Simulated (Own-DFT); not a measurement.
# Computed records: Hf31O64 (monoclinic hafnia with one vacancy, atoms displaced)

A calculation, not a measurement: plane-wave density functional theory by an unreviewed code, no spin, of a simulated periodic cell, stress positive in tension, run twice, with PBE and with PBEsol, both on files made for PBE, so the change isn't that of files made for PBEsol, defect cell not probed for a lower state with spin; a neutral cation vacancy leaves holes that likely carry spin, which this run leaves out; hafnium file: forces about 75 meV/angstrom off all-electron values; oxygen file: force components 24 meV/angstrom off all-electron in one glass; forces on such cells passed a denser k mesh, this cell's mesh not checked; the far tail of each file's local potential was reset to the Coulomb form; each entry is a single point on an unrelaxed cell, so the pressure reflects the starting lattice, mostly measured values (interpolated for alloys), from which strain is counted, and rises with the displacements; printed positions are rounded, which can move forces by about a meV/angstrom; the program, named Own-DFT, is a retired in-house code; no spin-orbit coupling; stress was not checked against mesh or cutoff. Program: Own-DFT development build.

```json
{"formula": "Hf31O64", "kind": "monoclinic hafnia with one vacancy, atoms displaced", "structure": {"cell_angstrom": [[10.234, 0.0, 0.0], [0.0, 10.35, 0.0], [-1.6955, 0.0, 10.4453]], "atoms_fractional": [["Hf", 0.13794, 0.02049, 0.10889], ["Hf", 0.35885, 0.26748, 0.14023], ["Hf", 0.36492, 0.49017, 0.3957], ["Hf", 0.14708, 0.22595, 0.35343], ["O", 0.03991, 0.1686, 0.17279], ["O", 0.45877, 0.41342, 0.06711], ["O", 0.46615, 0.33593, 0.32865], ["O", 0.03671, 0.09026, 0.42371], ["O", 0.22842, 0.3761, 0.24309], ["O", 0.28246, 0.1237, 0.00765], ["O", 0.27422, 0.12484, 0.26171], ["O", 0.22168, 0.37326, 0.48743], ["Hf", 0.14161, 0.01716, 0.5957], ["Hf", 0.35851, 0.26852, 0.64414], ["Hf", 0.12728, 0.2387, 0.85605], ["O", 0.03875, 0.16074, 0.66256], ["O", 0.46675, 0.42462, 0.57841], ["O", 0.45292, 0.33403, 0.82373], ["O", 0.0406, 0.08762, 0.92868], ["O", 0.21911, 0.38611, 0.73517], ["O", 0.27686, 0.13513, 0.51665], ["O", 0.27747, 0.12048, 0.76032], ["O", 0.22299, 0.3778, 0.98937], ["Hf", 0.13979, 0.51806, 0.10734], ["Hf", 0.36735, 0.76954, 0.13815], ["Hf", 0.3548, 0.98103, 0.39251], ["Hf", 0.13606, 0.73579, 0.35786], ["O", 0.0362, 0.67206, 0.17707], ["O", 0.46051, 0.91112, 0.07562], ["O", 0.45739, 0.83047, 0.33041], ["O", 0.0324, 0.58274, 0.42253], ["O", 0.22075, 0.87901, 0.23864], ["O", 0.26971, 0.6267, 0.01117], ["O", 0.27604, 0.61838, 0.25655], ["O", 0.2202, 0.8699, 0.48113], ["Hf", 0.13415, 0.52433, 0.60036], ["Hf", 0.36381, 0.77487, 0.64474], ["Hf", 0.3648, 0.98464, 0.89507], ["Hf", 0.13075, 0.73547, 0.8553], ["O", 0.03448, 0.6676, 0.66404], ["O", 0.4578, 0.91158, 0.56799], ["O", 0.46824, 0.83495, 0.82034], ["O", 0.04, 0.57596, 0.93114], ["O", 0.22439, 0.86528, 0.74634], ["O", 0.27473, 0.62312, 0.50928], ["O", 0.28839, 0.62401, 0.74676], ["O", 0.22927, 0.88243, 0.98612], ["Hf", 0.62877, 0.01916, 0.0996], ["Hf", 0.86408, 0.2703, 0.14815], ["Hf", 0.86171, 0.48892, 0.39961], ["Hf", 0.63989, 0.23808, 0.34871], ["O", 0.54312, 0.15805, 0.18234], ["O", 0.96218, 0.41408, 0.07722], ["O", 0.95948, 0.33929, 0.32462], ["O", 0.5362, 0.08326, 0.42814], ["O", 0.72726, 0.36833, 0.24044], ["O", 0.77937, 0.12957, 0.01064], ["O", 0.77323, 0.12064, 0.25758], ["O", 0.73042, 0.37026, 0.49018], ["Hf", 0.64323, 0.02005, 0.59847], ["Hf", 0.86809, 0.26443, 0.64916], ["Hf", 0.85746, 0.48175, 0.893], ["Hf", 0.63964, 0.22352, 0.86025], ["O", 0.53903, 0.16363, 0.6724], ["O", 0.96243, 0.41266, 0.56723], ["O", 0.96324, 0.33245, 0.82117], ["O", 0.54455, 0.09779, 0.92078], ["O", 0.72814, 0.38661, 0.73892], ["O", 0.76924, 0.12234, 0.50982], ["O", 0.77015, 0.1195, 0.76118], ["O", 0.73071, 0.37749, 0.99288], ["Hf", 0.64194, 0.53009, 0.10274], ["Hf", 0.86678, 0.7733, 0.15461], ["Hf", 0.86956, 0.97636, 0.40043], ["Hf", 0.63849, 0.72311, 0.35279], ["O", 0.53543, 0.669, 0.18474], ["O", 0.95807, 0.91807, 0.07555], ["O", 0.96468, 0.82834, 0.33179], ["O", 0.53523, 0.58406, 0.4196], ["O", 0.7202, 0.87982, 0.23527], ["O", 0.78115, 0.6254, 0.01281], ["O", 0.78291, 0.61924, 0.26556], ["O", 0.72031, 0.86909, 0.4846], ["Hf", 0.64126, 0.52996, 0.60324], ["Hf", 0.86691, 0.77472, 0.64186], ["Hf", 0.8559, 0.98167, 0.89666], ["Hf", 0.63483, 0.735, 0.85708], ["O", 0.5419, 0.66452, 0.67389], ["O", 0.95327, 0.91417, 0.56552], ["O", 0.9661, 0.82364, 0.82507], ["O", 0.53593, 0.58457, 0.92404], ["O", 0.71958, 0.88106, 0.74017], ["O", 0.77376, 0.62606, 0.50829], ["O", 0.77496, 0.61792, 0.76305], ["O", 0.71759, 0.85757, 0.99203]]}, "settings": {"functional": "PBE, then PBEsol", "potential_files": "PseudoDojo norm-conserving, scalar-relativistic, standard set", "wave_cutoff [hartree]": 72.0, "occupations": "Fermi-Dirac", "smearing_width [eV]": 0.1, "k_mesh": "2 x 2 x 2 centred on Gamma"}, "results": {"PBE_pressure [GPa]": 6.05, "PBE_stress_xx [GPa]": -6.63, "PBE_stress_yy [GPa]": -5.26, "PBE_stress_zz [GPa]": -6.27, "PBE_stress_yz [GPa]": 0.91, "PBE_stress_xz [GPa]": -0.24, "PBE_stress_xy [GPa]": -0.35, "PBEsol_pressure [GPa]": -0.28, "PBEsol_stress_xx [GPa]": -0.27, "PBEsol_stress_yy [GPa]": 1.01, "PBEsol_stress_zz [GPa]": 0.11, "PBEsol_stress_yz [GPa]": 0.88, "PBEsol_stress_xz [GPa]": 0.1, "PBEsol_stress_xy [GPa]": -0.32, "force_element": ["Hf", "Hf", "Hf", "Hf", "O", "O", "O", "O", "O", "O", "O", "O", "Hf", "Hf", "Hf", "O", "O", "O", "O", "O", "O", "O", "O", "Hf", "Hf", "Hf", "Hf", "O", "O", "O", "O", "O", "O", "O", "O", "Hf", "Hf", "Hf", "Hf", "O", "O", "O", "O", "O", "O", "O", "O", "Hf", "Hf", "Hf", "Hf", "O", "O", "O", "O", "O", "O", "O", "O", "Hf", "Hf", "Hf", "Hf", "O", "O", "O", "O", "O", "O", "O", "O", "Hf", "Hf", "Hf", "Hf", "O", "O", "O", "O", "O", "O", "O", "O", "Hf", "Hf", "Hf", "Hf", "O", "O", "O", "O", "O", "O", "O", "O"], "PBE_force_x [eV/angstrom]": [0.107, 0.648, -1.107, -1.728, -0.084, 1.134, 0.042, -0.183, -0.081, -0.093, 0.789, 0.312, -0.127, 1.05, 3.813, -0.475, -0.24, 1.52, -1.45, -0.779, -0.4, -0.254, -1.118, 0.819, -2.741, 2.876, 1.238, 0.033, 1.943, 0.248, 0.789, -0.05, -0.077, -0.172, -0.423, 1.842, 0.122, -1.182, 3.428, -0.672, 0.844, -0.705, -0.913, 0.041, 0.139, -1.775, -0.89, 2.2, -0.154, 0.223, 0.257, -2.262, 0.802, 1.445, -1.136, -0.968, -0.016, 0.913, -0.585, -1.932, -1.478, 0.387, 1.663, -0.802, 0.544, -0.552, -3.994, 0.004, 1.685, 1.279, -0.998, -1.547, -0.655, -3.026, -0.27, 0.68, 0.645, -0.489, 0.489, 0.367, -0.025, -0.913, 0.289, -0.378, -2.168, 0.688, 0.187, -1.208, 2.806, -2.347, 1.19, 1.148, 0.602, 0.546, 0.81], "PBE_force_y [eV/angstrom]": [-0.044, 2.017, -1.82, 3.294, -0.323, -0.668, -0.029, -1.213, -0.246, 0.65, -0.929, -0.453, 0.762, 3.052, 0.408, 0.113, -0.894, -1.019, -0.798, -1.376, -2.044, -0.546, -1.936, 0.22, -1.997, -0.684, -3.182, -0.222, 1.844, 0.275, 1.235, 0.201, 2.102, 0.716, 1.225, -1.533, -2.737, -0.495, -3.407, 0.918, 1.083, 1.551, 0.874, 2.117, 1.496, 0.317, -0.892, -0.106, 0.362, -3.293, -1.184, 0.588, 0.164, -0.794, 0.115, 2.043, -0.906, -0.659, -0.095, -0.028, 1.482, 0.033, 5.643, 0.37, -0.29, 0.296, -4.488, -1.031, 0.731, 0.006, -1.011, -2.0, -0.827, 2.048, 2.233, -1.13, 0.363, 0.914, 0.214, -0.28, 0.487, 0.922, -0.291, -2.639, -2.073, -0.44, -2.855, 1.482, 0.721, 2.339, 0.798, -0.141, 1.361, 1.544, 2.32], "PBE_force_z [eV/angstrom]": [-1.308, -0.552, 0.047, 0.3, 0.178, 1.644, -0.627, 0.038, -0.477, 0.962, -0.215, -0.162, 1.864, 1.76, 0.25, 0.867, 0.004, 0.033, -0.729, -0.732, -1.564, -0.28, 0.731, -0.852, 0.942, 0.122, -1.629, -0.165, -0.818, -0.348, -0.373, -0.231, 0.607, 0.629, 1.558, 1.134, 0.566, -1.062, 1.176, 0.755, 0.311, 0.645, -1.591, -1.673, -0.605, 0.229, -0.029, 2.103, 0.392, -0.563, 1.829, -1.576, 0.021, 0.101, -1.016, -0.801, -0.377, 0.442, 0.035, 0.11, -2.139, 0.631, -2.753, 0.173, 1.778, 0.341, 1.85, -0.113, 0.159, 0.257, -0.315, -1.597, -1.741, -3.285, 0.787, -1.774, 0.117, 0.349, 0.224, 0.505, 0.566, -1.258, 0.348, 1.221, 0.862, 0.459, -1.038, -0.421, 2.251, 0.097, 0.927, 0.098, 0.476, -0.385, 0.31], "PBEsol_force_x [eV/angstrom]": [0.113, 0.603, -1.093, -1.662, -0.063, 1.112, 0.049, -0.155, -0.021, -0.134, 0.691, 0.359, -0.116, 1.008, 3.712, -0.468, -0.235, 1.536, -1.404, -0.747, -0.468, -0.278, -1.133, 0.836, -2.687, 2.807, 1.202, 0.016, 1.896, 0.226, 0.761, -0.001, -0.212, -0.219, -0.361, 1.825, 0.094, -1.221, 3.352, -0.67, 0.796, -0.69, -0.895, 0.109, 0.078, -1.816, -0.795, 2.154, -0.161, 0.224, 0.276, -2.172, 0.761, 1.378, -1.101, -0.881, -0.074, 0.819, -0.5, -1.864, -1.433, 0.343, 1.636, -0.765, 0.515, -0.531, -3.886, 0.088, 1.577, 1.18, -0.891, -1.486, -0.631, -2.962, -0.261, 0.675, 0.617, -0.475, 0.483, 0.425, -0.096, -0.954, 0.35, -0.366, -2.096, 0.645, 0.177, -1.162, 2.715, -2.278, 1.336, 1.181, 0.525, 0.462, 0.848], "PBEsol_force_y [eV/angstrom]": [0.014, 2.034, -1.81, 3.177, -0.315, -0.7, -0.044, -1.218, -0.258, 0.61, -0.901, -0.449, 0.839, 3.017, 0.374, 0.126, -0.839, -1.137, -0.783, -1.393, -2.007, -0.537, -1.94, 0.262, -1.918, -0.742, -3.138, -0.183, 1.819, 0.266, 1.192, 0.206, 2.112, 0.686, 1.213, -1.456, -2.662, -0.525, -3.317, 0.922, 1.064, 1.48, 0.83, 2.042, 1.44, 0.413, -0.852, -0.051, 0.419, -3.269, -1.185, 0.581, 0.169, -0.785, 0.077, 1.955, -0.896, -0.614, -0.081, 0.042, 1.508, 0.0, 5.442, 0.36, -0.255, 0.251, -4.404, -0.979, 0.688, 0.004, -0.972, -1.902, -0.771, 1.942, 2.129, -1.065, 0.367, 0.875, 0.207, -0.284, 0.447, 0.915, -0.272, -2.531, -1.99, -0.444, -2.837, 1.451, 0.707, 2.25, 0.857, -0.131, 1.311, 1.486, 2.266], "PBEsol_force_z [eV/angstrom]": [-1.305, -0.522, 0.077, 0.269, 0.225, 1.664, -0.66, 0.101, -0.469, 0.952, -0.199, -0.162, 1.769, 1.764, 0.232, 0.871, -0.059, -0.092, -0.654, -0.809, -1.531, -0.281, 0.78, -0.89, 0.955, 0.148, -1.629, -0.092, -0.843, -0.39, -0.303, -0.209, 0.682, 0.623, 1.503, 1.078, 0.613, -1.003, 1.109, 0.768, 0.251, 0.579, -1.488, -1.618, -0.599, 0.089, -0.038, 2.059, 0.418, -0.521, 1.742, -1.509, -0.024, 0.04, -0.93, -0.762, -0.392, 0.422, 0.021, 0.077, -2.064, 0.645, -2.723, 0.217, 1.692, 0.281, 1.856, -0.105, 0.17, 0.26, -0.3, -1.628, -1.675, -3.162, 0.747, -1.676, 0.073, 0.293, 0.258, 0.483, 0.558, -1.211, 0.349, 1.19, 0.863, 0.489, -1.029, -0.374, 2.13, 0.029, 1.005, 0.103, 0.447, -0.373, 0.285], "rms_change_of_force_components_from_PBE_to_PBEsol [eV/angstrom]": 0.054}}
```
